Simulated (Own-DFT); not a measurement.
# Point defects and the pressure they add: zincblende GaP

The numbers are computed, not measured, by runs of the plane-wave DFT program Own-DFT (in-house, retired, unreviewed) at fixed positions, with no spin and no spin-orbit coupling.

All runs used: PBE; PseudoDojo norm-conserving scalar-relativistic files; cutoff 42 hartree; 3 x 3 x 3 k mesh centred on Gamma; Fermi-Dirac smearing of 0.1 eV.

Known weak points (not all hold for every row): not probed for a lower state with spin; forces on such cells failed a check on a denser k mesh; forces on such cells passed a denser k mesh, each cell not checked; stress not checked against mesh or cutoff.

All runs share one cell, with vectors in Å (10.901, 0.000, 0.000); (0.000, 10.901, 0.000); (0.000, 0.000, 10.901) and a volume of 1295.4 Å³. The atoms are randomly displaced, by u rms on each axis. The defect's site can differ from row to row.

```
                                     cell    formula   u (Å)  P (GPa)
                                no defect    Ga32P32  0.0198     2.73
                                no defect    Ga32P32  0.0466     3.09
                                no defect    Ga32P32  0.0538     3.25
                          two P vacancies    Ga32P30  0.0285     2.19
                          two P vacancies    Ga32P30  0.0288     2.20
                          two P vacancies    Ga32P30  0.0476     2.46
one Ga on a P site and one P on a Ga site    Ga32P32  0.0290     2.94
one Ga on a P site and one P on a Ga site    Ga32P32  0.0302     2.96
one Ga on a P site and one P on a Ga site    Ga32P32  0.0499     3.42
one Ga on a P site and one P on a Ga site    Ga32P32  0.0500        ?
                       one P on a Ga site    Ga31P33  0.0293     2.96
                       one P on a Ga site    Ga31P33  0.0469     3.30
                       one P on a Ga site    Ga31P33  0.0491     3.24
                      one In on a Ga site  Ga31InP32  0.0283     3.63
                      one In on a Ga site  Ga31InP32  0.0304     3.66
                      one In on a Ga site  Ga31InP32  0.0487     4.06
```

## Analysis

P = P0 + c u² + a shift for each defect gives P0 = 2.60 GPa, c = 230 ± 16 GPa/Å² and a scatter of 0.05 GPa. The shifts, and each times the cell's volume:

- one In on a Ga site: 0.87 ± 0.04 GPa, 7.0 eV
- one Ga on a P site and one P on a Ga site: 0.18 ± 0.04 GPa, 1.5 eV
- one P on a Ga site: 0.14 ± 0.04 GPa, 1.2 eV
- two P vacancies: -0.62 ± 0.04 GPa, -5.0 eV (-2.5 eV for each of its 2 sites)

Against the defect-free cell, a freed cell would be larger where the shift is positive and smaller where it is negative (160.2 GPa Å³ is 1 eV). The atoms around the defects weren't relaxed, which would change these numbers.

## Check

The question: what pressure belongs in the blank (one Ga on a P site and one P on a Ga site, u = 0.0500 Å)?

From the fit: 3.36 ± 0.06 GPa. The calculation gave 3.38 GPa.
